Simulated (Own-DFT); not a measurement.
Simulation results for SiSnGe₆ (diamond-structure random alloy, strained, atoms displaced)

All values are calculated (Own-DFT development build). A calculation, not a measurement: plane-wave density functional theory by an unreviewed code, no spin, of a simulated periodic cell, stress positive in tension, run twice, with PBE and with PBEsol, both on files made for PBE, so the change isn't that of files made for PBEsol, forces on such cells moved up to 12 meV/angstrom on a denser k mesh; the far tail of each file's local potential was reset to the Coulomb form; each entry is a single point on an unrelaxed cell, so the pressure reflects the starting lattice, mostly measured values (interpolated for alloys), from which strain is counted, and rises with the displacements; printed positions are rounded, which can move forces by about a meV/angstrom; the program, named Own-DFT, is a retired in-house code; no spin-orbit coupling; stress was not checked against mesh or cutoff.

Common to all runs: functional PBE, then PBEsol; potential files PseudoDojo norm-conserving, scalar-relativistic, standard set; wave cutoff 49 hartree; occupations Fermi-Dirac; smearing width 0.1 eV; k mesh 3 x 3 x 3 centred on Gamma.

```yaml
- entry: 1
  formula: SiSnGe6
  kind: "diamond-structure random alloy, strained, atoms displaced"
  structure:
    cell_angstrom: [[11.295, 0.0, 0.0], [0.0, 11.295, 0.0], [0.0, 0.0, 11.467]]
    atoms_fractional:
      - [Ge, 0.99378, 4.0e-05, 0.00284]
      - [Sn, 0.99234, 0.25633, 0.25262]
      - [Ge, 0.2472, 0.98927, 0.24298]
      - [Si, 0.24502, 0.24104, 0.00364]
      - [Ge, 0.12574, 0.12782, 0.13141]
      - [Ge, 0.1195, 0.3768, 0.37494]
      - [Ge, 0.37998, 0.1236, 0.3738]
      - [Ge, 0.37097, 0.3789, 0.12936]
      - [Ge, 0.00062, 0.00315, 0.49719]
      - [Ge, 0.00066, 0.25578, 0.74967]
      - [Sn, 0.25537, 0.00437, 0.74486]
      - [Ge, 0.25126, 0.25023, 0.49168]
      - [Sn, 0.12068, 0.12781, 0.62118]
      - [Sn, 0.12522, 0.37596, 0.86769]
      - [Ge, 0.37261, 0.12061, 0.87958]
      - [Ge, 0.37907, 0.37241, 0.62955]
      - [Ge, 0.00063, 0.49546, 0.9972]
      - [Ge, 0.00331, 0.7417, 0.23956]
      - [Ge, 0.24983, 0.50181, 0.2438]
      - [Ge, 0.25271, 0.74926, 0.99887]
      - [Ge, 0.12567, 0.62965, 0.11932]
      - [Ge, 0.12418, 0.87628, 0.37389]
      - [Ge, 0.3788, 0.6195, 0.36841]
      - [Si, 0.37354, 0.87254, 0.13213]
      - [Sn, 0.0014, 0.48815, 0.49546]
      - [Ge, 0.00044, 0.7501, 0.75306]
      - [Ge, 0.24518, 0.50026, 0.75542]
      - [Ge, 0.25442, 0.7527, 0.48845]
      - [Sn, 0.13324, 0.61877, 0.62769]
      - [Si, 0.12662, 0.87684, 0.87795]
      - [Ge, 0.37729, 0.62447, 0.87375]
      - [Ge, 0.37248, 0.88124, 0.62462]
      - [Ge, 0.5011, 0.99458, 0.00328]
      - [Ge, 0.49784, 0.24259, 0.2532]
      - [Ge, 0.74545, 0.00616, 0.25123]
      - [Ge, 0.74485, 0.26398, 0.00486]
      - [Ge, 0.62254, 0.12396, 0.12759]
      - [Ge, 0.62653, 0.37448, 0.36976]
      - [Ge, 0.87574, 0.12665, 0.37888]
      - [Ge, 0.87471, 0.37819, 0.12267]
      - [Si, 0.5026, 0.99896, 0.49632]
      - [Sn, 0.49857, 0.25253, 0.74705]
      - [Si, 0.74064, 0.00367, 0.75078]
      - [Ge, 0.75137, 0.2525, 0.50263]
      - [Ge, 0.62533, 0.13056, 0.629]
      - [Ge, 0.63168, 0.37168, 0.8734]
      - [Si, 0.87492, 0.11946, 0.87437]
      - [Sn, 0.877, 0.37968, 0.63142]
      - [Ge, 0.50732, 0.49846, 0.00275]
      - [Ge, 0.50655, 0.74992, 0.25131]
      - [Ge, 0.75795, 0.50474, 0.25072]
      - [Si, 0.74849, 0.74855, 0.99081]
      - [Ge, 0.6209, 0.62565, 0.12175]
      - [Ge, 0.62492, 0.87743, 0.36616]
      - [Ge, 0.8734, 0.62684, 0.36872]
      - [Si, 0.86883, 0.87404, 0.12722]
      - [Ge, 0.49564, 0.5092, 0.49799]
      - [Ge, 0.50036, 0.74891, 0.747]
      - [Ge, 0.74673, 0.49493, 0.75159]
      - [Ge, 0.74491, 0.74852, 0.50297]
      - [Ge, 0.62429, 0.62677, 0.62961]
      - [Ge, 0.6241, 0.86713, 0.87932]
      - [Ge, 0.87718, 0.62539, 0.87348]
      - [Ge, 0.88008, 0.87564, 0.62217]
  results:
    "PBE_pressure [GPa]": 7.64
    "PBE_stress_xx [GPa]": -7.98
    "PBE_stress_yy [GPa]": -7.75
    "PBE_stress_zz [GPa]": -7.18
    "PBE_stress_yz [GPa]": 0.11
    "PBE_stress_xz [GPa]": 0.2
    "PBE_stress_xy [GPa]": 0.64
    "PBEsol_pressure [GPa]": 4.68
    "PBEsol_stress_xx [GPa]": -5.02
    "PBEsol_stress_yy [GPa]": -4.79
    "PBEsol_stress_zz [GPa]": -4.22
    "PBEsol_stress_yz [GPa]": 0.11
    "PBEsol_stress_xz [GPa]": 0.19
    "PBEsol_stress_xy [GPa]": 0.61
    force_element: [Ge, Sn, Ge, Si, Ge, Ge, Ge, Ge, Ge, Ge, Sn, Ge, Sn, Sn, Ge, Ge, Ge, Ge, Ge, Ge, Ge, Ge, Ge, Si, Sn, Ge, Ge, Ge, Sn, Si, Ge, Ge, Ge, Ge, Ge, Ge, Ge, Ge, Ge, Ge, Si, Sn, Si, Ge, Ge, Ge, Si, Sn, Ge, Ge, Ge, Si, Ge, Ge, Ge, Si, Ge, Ge, Ge, Ge, Ge, Ge, Ge, Ge]
    "PBE_force_x [eV/angstrom]": [0.446, 0.559, 0.356, 1.023, 0.139, 3.975, -0.802, 0.562, -1.031, -1.592, -0.901, 0.847, -0.385, 0.554, 0.75, -2.37, -0.76, -0.989, -0.892, 0.189, 0.368, -0.519, -0.477, 0.655, -0.605, 0.153, 4.06, 0.557, -0.371, -0.767, 0.221, 2.196, -0.477, 0.167, 1.163, 0.903, 0.004, -0.142, -1.45, -0.891, 0.131, 0.162, 1.107, -0.886, 0.909, -0.554, -0.708, -2.039, -0.944, -1.051, -1.326, 0.647, 1.444, 0.022, 0.148, -0.121, 0.848, -0.551, -0.695, 0.626, -0.011, 0.068, -0.616, -1.039]
    "PBE_force_y [eV/angstrom]": [-0.315, -0.853, 1.108, 0.468, -1.069, -0.891, -1.125, -1.449, -1.488, -2.744, -1.177, 0.887, 1.496, -1.48, 0.906, 2.366, 1.466, 1.612, 0.223, 0.854, -1.141, -0.481, 0.978, -0.579, 3.431, 0.956, 0.025, 0.149, 2.496, -0.466, -0.33, -1.937, -0.178, 1.181, -0.465, -2.314, 0.527, 0.296, -0.987, 1.338, 0.186, -1.0, -0.564, -0.653, -2.031, 1.2, 0.877, -1.66, -0.413, -0.081, -0.414, -0.168, 0.438, 0.086, 0.89, -0.305, -1.331, 0.563, 2.148, 0.517, -0.583, 0.867, -0.143, 0.281]
    "PBE_force_z [eV/angstrom]": [0.01, -0.529, 0.736, 0.303, -1.081, -1.623, 0.277, -1.066, -1.013, 1.12, 2.136, -0.232, -0.785, 2.524, 2.018, -2.39, 0.978, 0.899, 0.684, -0.121, -0.537, -0.472, -0.273, -0.905, -1.056, 0.422, -0.325, 0.381, -1.023, 0.472, 0.315, -2.284, 0.302, -0.619, -0.242, -0.21, -0.737, 0.47, 0.678, -0.742, 0.54, 2.139, 0.278, -0.682, -1.988, 0.803, -0.063, 0.562, -0.652, -0.634, -0.831, 1.483, 0.094, 1.537, 0.632, -0.543, 0.632, 0.195, 1.044, -0.625, -0.392, -0.844, 0.254, 0.601]
    "PBEsol_force_x [eV/angstrom]": [0.467, 0.55, 0.29, 1.003, 0.104, 3.849, -0.796, 0.565, -1.003, -1.515, -0.833, 0.811, -0.371, 0.496, 0.758, -2.302, -0.744, -0.929, -0.852, 0.177, 0.358, -0.479, -0.457, 0.644, -0.578, 0.116, 3.937, 0.535, -0.363, -0.754, 0.206, 2.106, -0.434, 0.163, 1.086, 0.857, -0.002, -0.127, -1.408, -0.875, 0.12, 0.168, 1.041, -0.856, 0.877, -0.525, -0.646, -1.984, -0.913, -0.987, -1.274, 0.599, 1.366, 0.041, 0.138, -0.085, 0.816, -0.531, -0.67, 0.615, -0.018, -0.007, -0.562, -0.981]
    "PBEsol_force_y [eV/angstrom]": [-0.281, -0.826, 1.111, 0.454, -1.077, -0.874, -1.038, -1.37, -1.441, -2.622, -1.118, 0.856, 1.463, -1.394, 0.847, 2.299, 1.425, 1.524, 0.215, 0.759, -1.106, -0.462, 0.954, -0.568, 3.329, 0.889, 0.027, 0.148, 2.414, -0.461, -0.32, -1.902, -0.144, 1.135, -0.427, -2.204, 0.512, 0.279, -0.948, 1.304, 0.182, -0.968, -0.581, -0.636, -1.9, 1.175, 0.893, -1.63, -0.385, -0.11, -0.405, -0.198, 0.392, 0.055, 0.837, -0.264, -1.287, 0.536, 2.076, 0.498, -0.558, 0.849, -0.173, 0.244]
    "PBEsol_force_z [eV/angstrom]": [0.039, -0.507, 0.756, 0.299, -1.016, -1.569, 0.239, -0.999, -0.982, 1.048, 2.039, -0.224, -0.774, 2.406, 1.917, -2.315, 0.944, 0.894, 0.657, -0.115, -0.508, -0.458, -0.253, -0.883, -1.029, 0.379, -0.323, 0.372, -0.98, 0.467, 0.303, -2.189, 0.261, -0.595, -0.206, -0.189, -0.694, 0.458, 0.667, -0.716, 0.525, 2.066, 0.234, -0.661, -1.934, 0.79, -0.025, 0.548, -0.625, -0.587, -0.803, 1.414, 0.118, 1.451, 0.593, -0.497, 0.611, 0.198, 1.016, -0.607, -0.383, -0.83, 0.21, 0.554]
    "rms_change_of_force_components_from_PBE_to_PBEsol [eV/angstrom]": 0.047
- entry: 2
  formula: SiSnGe6
  kind: "diamond-structure random alloy, strained, atoms displaced"
  structure:
    cell_angstrom: [[11.295, 0.0, 0.0], [0.0, 11.295, 0.0], [0.0, 0.0, 11.467]]
    atoms_fractional:
      - [Ge, 0.9889, 0.00259, 0.99793]
      - [Sn, 0.99373, 0.25258, 0.25102]
      - [Si, 0.2473, 0.00359, 0.25022]
      - [Ge, 0.24924, 0.25688, 0.99549]
      - [Ge, 0.12027, 0.12371, 0.11663]
      - [Sn, 0.12533, 0.374, 0.3736]
      - [Ge, 0.37582, 0.12738, 0.37026]
      - [Ge, 0.36923, 0.38108, 0.12825]
      - [Sn, 0.00476, 0.99789, 0.50303]
      - [Ge, 0.00288, 0.24932, 0.74673]
      - [Ge, 0.24481, 0.00584, 0.75503]
      - [Ge, 0.25657, 0.25157, 0.50181]
      - [Ge, 0.12854, 0.12698, 0.627]
      - [Ge, 0.12596, 0.36854, 0.87685]
      - [Ge, 0.37227, 0.13197, 0.8728]
      - [Ge, 0.37867, 0.37238, 0.62855]
      - [Ge, 0.99417, 0.49641, 0.99456]
      - [Sn, 0.00011, 0.75405, 0.25755]
      - [Ge, 0.25845, 0.49776, 0.25252]
      - [Ge, 0.24599, 0.75337, 0.00418]
      - [Ge, 0.12326, 0.62413, 0.11965]
      - [Sn, 0.12359, 0.87667, 0.3749]
      - [Ge, 0.37602, 0.63018, 0.37425]
      - [Sn, 0.37564, 0.87171, 0.12825]
      - [Ge, 0.99902, 0.50212, 0.50327]
      - [Ge, 0.00158, 0.75276, 0.74867]
      - [Ge, 0.25182, 0.50798, 0.74901]
      - [Ge, 0.25293, 0.74671, 0.50028]
      - [Ge, 0.12622, 0.62333, 0.63347]
      - [Ge, 0.13224, 0.8737, 0.87533]
      - [Ge, 0.38147, 0.63303, 0.8793]
      - [Ge, 0.36861, 0.879, 0.61881]
      - [Ge, 0.50008, 0.00786, 0.99825]
      - [Ge, 0.50563, 0.2539, 0.24467]
      - [Ge, 0.74978, 0.99761, 0.25181]
      - [Sn, 0.74691, 0.25715, 0.00335]
      - [Ge, 0.6225, 0.12099, 0.13055]
      - [Ge, 0.6229, 0.37486, 0.37411]
      - [Ge, 0.87163, 0.12862, 0.37436]
      - [Ge, 0.87785, 0.37807, 0.12197]
      - [Si, 0.50171, 0.00133, 0.50491]
      - [Ge, 0.49787, 0.25418, 0.7535]
      - [Ge, 0.75681, 0.98963, 0.7513]
      - [Ge, 0.75248, 0.24127, 0.50268]
      - [Si, 0.62207, 0.12102, 0.63177]
      - [Ge, 0.62745, 0.36831, 0.87562]
      - [Ge, 0.87587, 0.1304, 0.86612]
      - [Ge, 0.87142, 0.37514, 0.61843]
      - [Ge, 0.50516, 0.5066, 0.99444]
      - [Ge, 0.49994, 0.75618, 0.25344]
      - [Ge, 0.74294, 0.50047, 0.24739]
      - [Ge, 0.74787, 0.75435, 0.00012]
      - [Ge, 0.62151, 0.62147, 0.11555]
      - [Ge, 0.63343, 0.87227, 0.36925]
      - [Si, 0.87913, 0.61995, 0.36918]
      - [Ge, 0.87757, 0.87054, 0.1319]
      - [Si, 0.50011, 0.50014, 0.49989]
      - [Si, 0.49734, 0.74554, 0.75323]
      - [Si, 0.74523, 0.50409, 0.74378]
      - [Sn, 0.75198, 0.7502, 0.49628]
      - [Ge, 0.62768, 0.62345, 0.62291]
      - [Ge, 0.62379, 0.87108, 0.87774]
      - [Si, 0.88273, 0.62234, 0.86988]
      - [Ge, 0.87835, 0.87456, 0.62022]
  results:
    "PBE_pressure [GPa]": 7.48
    "PBE_stress_xx [GPa]": -7.82
    "PBE_stress_yy [GPa]": -7.71
    "PBE_stress_zz [GPa]": -6.91
    "PBE_stress_yz [GPa]": 0.17
    "PBE_stress_xz [GPa]": -1.1
    "PBE_stress_xy [GPa]": -0.58
    "PBEsol_pressure [GPa]": 4.52
    "PBEsol_stress_xx [GPa]": -4.86
    "PBEsol_stress_yy [GPa]": -4.76
    "PBEsol_stress_zz [GPa]": -3.95
    "PBEsol_stress_yz [GPa]": 0.16
    "PBEsol_stress_xz [GPa]": -1.04
    "PBEsol_stress_xy [GPa]": -0.56
    force_element: [Ge, Sn, Si, Ge, Ge, Sn, Ge, Ge, Sn, Ge, Ge, Ge, Ge, Ge, Ge, Ge, Ge, Sn, Ge, Ge, Ge, Sn, Ge, Sn, Ge, Ge, Ge, Ge, Ge, Ge, Ge, Ge, Ge, Ge, Ge, Sn, Ge, Ge, Ge, Ge, Si, Ge, Ge, Ge, Si, Ge, Ge, Ge, Ge, Ge, Ge, Ge, Ge, Ge, Si, Ge, Si, Si, Si, Sn, Ge, Ge, Si, Ge]
    "PBE_force_x [eV/angstrom]": [0.722, -0.255, 0.171, 0.34, 0.994, 1.411, 0.447, 1.508, -1.749, -0.124, 0.729, 0.461, 0.747, -0.462, 0.209, -0.122, 0.843, -1.078, -0.493, -0.286, 0.387, 4.649, 0.722, -0.394, -0.445, 0.041, 0.643, -0.121, -0.405, -1.37, -1.017, 0.999, 0.204, -1.032, 0.406, 0.807, 0.041, 0.272, -1.181, -0.67, 0.184, 0.693, -0.898, -1.424, 0.27, -1.323, -0.12, -0.069, -0.996, 1.59, 0.811, 1.03, 0.564, -2.133, -0.98, -1.683, -0.146, 0.401, 0.94, 0.739, -1.744, -0.475, -1.428, -0.35]
    "PBE_force_y [eV/angstrom]": [-0.648, -1.602, 1.527, -0.803, -0.457, 1.455, -0.445, -0.572, 2.904, 0.641, -0.404, -0.891, 1.012, 1.379, -0.321, 1.164, 0.454, -3.369, 1.892, -1.354, -1.024, 0.453, -0.766, 1.82, 0.815, -0.134, -1.148, -0.634, 0.588, 0.445, -0.199, -0.087, -0.087, -0.023, 0.46, -2.094, -0.374, -0.005, -1.372, 2.024, 0.073, -0.771, 0.789, 0.418, -0.186, 2.75, -0.803, 0.236, -1.569, -1.938, 0.176, -1.015, 1.217, 1.623, -1.647, 1.567, -0.037, 0.977, -0.692, -1.191, -0.491, 0.415, 0.353, -0.471]
    "PBE_force_z [eV/angstrom]": [-0.326, -1.925, -0.523, 1.195, 0.056, 1.923, 0.365, -1.319, 1.127, -0.319, -0.464, 0.604, 0.374, -1.04, 0.323, -0.594, -0.136, -2.388, -0.555, -1.138, -0.03, 0.293, 0.426, -0.389, 0.172, 0.482, 1.099, 0.799, -1.18, 0.243, -0.238, 1.151, -0.636, 0.329, -0.38, 0.504, 0.012, 0.823, 0.506, 0.464, -0.825, -0.46, -0.134, 0.23, -0.156, -2.055, 0.046, 0.99, -0.126, 0.546, 0.022, -0.049, 1.399, 0.221, 0.717, -1.956, -0.017, -1.075, 0.96, -0.106, 0.897, -0.691, -0.218, 2.151]
    "PBEsol_force_x [eV/angstrom]": [0.715, -0.257, 0.166, 0.313, 0.926, 1.379, 0.434, 1.461, -1.712, -0.115, 0.696, 0.447, 0.722, -0.45, 0.201, -0.147, 0.852, -1.02, -0.469, -0.278, 0.385, 4.483, 0.667, -0.347, -0.406, 0.084, 0.612, -0.113, -0.387, -1.323, -1.013, 0.908, 0.205, -0.999, 0.39, 0.784, 0.032, 0.291, -1.156, -0.655, 0.132, 0.632, -0.837, -1.327, 0.308, -1.323, -0.101, -0.031, -0.962, 1.537, 0.758, 0.956, 0.547, -2.039, -0.963, -1.643, -0.144, 0.391, 0.886, 0.687, -1.665, -0.413, -1.359, -0.338]
    "PBEsol_force_y [eV/angstrom]": [-0.611, -1.556, 1.506, -0.776, -0.422, 1.419, -0.371, -0.552, 2.82, 0.607, -0.385, -0.866, 0.977, 1.324, -0.303, 1.09, 0.396, -3.222, 1.827, -1.315, -0.982, 0.397, -0.712, 1.725, 0.753, -0.104, -1.109, -0.604, 0.57, 0.432, -0.235, -0.104, -0.087, -0.025, 0.435, -2.025, -0.354, -0.035, -1.328, 1.96, 0.035, -0.715, 0.747, 0.438, -0.142, 2.642, -0.797, 0.195, -1.498, -1.878, 0.138, -0.955, 1.17, 1.55, -1.622, 1.533, -0.033, 0.955, -0.705, -1.113, -0.442, 0.426, 0.371, -0.452]
    "PBEsol_force_z [eV/angstrom]": [-0.305, -1.878, -0.511, 1.145, 0.024, 1.878, 0.361, -1.267, 1.105, -0.3, -0.451, 0.59, 0.376, -0.998, 0.312, -0.547, -0.082, -2.378, -0.546, -1.108, -0.037, 0.331, 0.383, -0.413, 0.198, 0.428, 1.056, 0.775, -1.143, 0.227, -0.19, 1.112, -0.607, 0.328, -0.36, 0.485, 0.012, 0.74, 0.495, 0.441, -0.853, -0.406, -0.106, 0.184, -0.11, -1.964, 0.046, 0.92, -0.111, 0.531, -0.012, -0.015, 1.347, 0.176, 0.706, -1.897, -0.019, -1.045, 0.904, -0.07, 0.832, -0.63, -0.184, 2.096]
    "rms_change_of_force_components_from_PBE_to_PBEsol [eV/angstrom]": 0.045
```
